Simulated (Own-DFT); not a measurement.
# A layer strained by its substrate: diamond-structure SiGeSn with randomly placed atoms, 64 atoms (Ge44Si16Sn4)

Source: density functional calculations with Own-DFT, an unreviewed in-house program that is no longer used. Nothing was measured or relaxed, and spin and spin-orbit coupling are left out.

Common settings: PBE; PseudoDojo norm-conserving scalar-relativistic files; cutoff 49 hartree; 3 x 3 x 3 k mesh centred on Gamma; Fermi-Dirac smearing of 0.1 eV.

Known weak points: forces on such cells moved up to 12 meV/angstrom on a denser k mesh; stress not checked against mesh or cutoff.

Unstrained cell vectors in Å: (11.306, 0.000, 0.000); (0.000, 11.306, 0.000); (0.000, 0.000, 11.306). The unstrained cell has measured lattice constants (interpolated for alloys), not those of this functional. That, the random moves and any unrelaxed bonds set the pressure at no strain. Each run strains x and y alike by e, as a substrate would, and holds the height along z. Random moves of width 0.05 Å per axis were added to every atom. The random placing of the alloy's atoms differs from row to row. Stress is positive in tension.

```
e (%),u (Å),(s_xx + s_yy)/2 (GPa),s_zz (GPa)
-2.75,0.052,-10.22,-8.02
-2.00,0.047,-8.36,-7.06
-1.50,0.055,-7.33,-6.49
-1.25,0.048,?,?
-1.00,0.050,-6.05,-5.30
-0.75,0.052,-5.83,-5.39
-0.25,0.049,-4.58,-4.28
0.50,0.050,-3.60,-3.91
2.75,0.048,0.09,-1.59
3.00,0.053,0.43,-1.32
```

## Working it out

With e as a fraction, the in-plane stress is -4.3 + 186 e - 1005 e² GPa (errors 3 and 159, scatter 0.15), and s_zz is -4.3 + 119 e - 702 e² GPa (slope ± 4, scatter 0.23). At e = 0 the first slope is C11 + C12 and the second 2 C12, both with the ions held to the strained lattice and at the cell's own pressure. The term in e² is negative: the layer stiffens under compression and softens under tension. A free layer would change its height as e changes, and the in-plane slope would drop by 2 C12²/C11 to the biaxial modulus. At fixed height, a misfit of 1 % moves the in-plane stress by about 1.9 GPa and s_zz by 1.2 GPa.

## The run left out

Question: what are the two stresses at e = -1.25 %?

From the fit: -6.8 and -5.9 GPa. DFT gave -6.79 and -5.89 GPa.
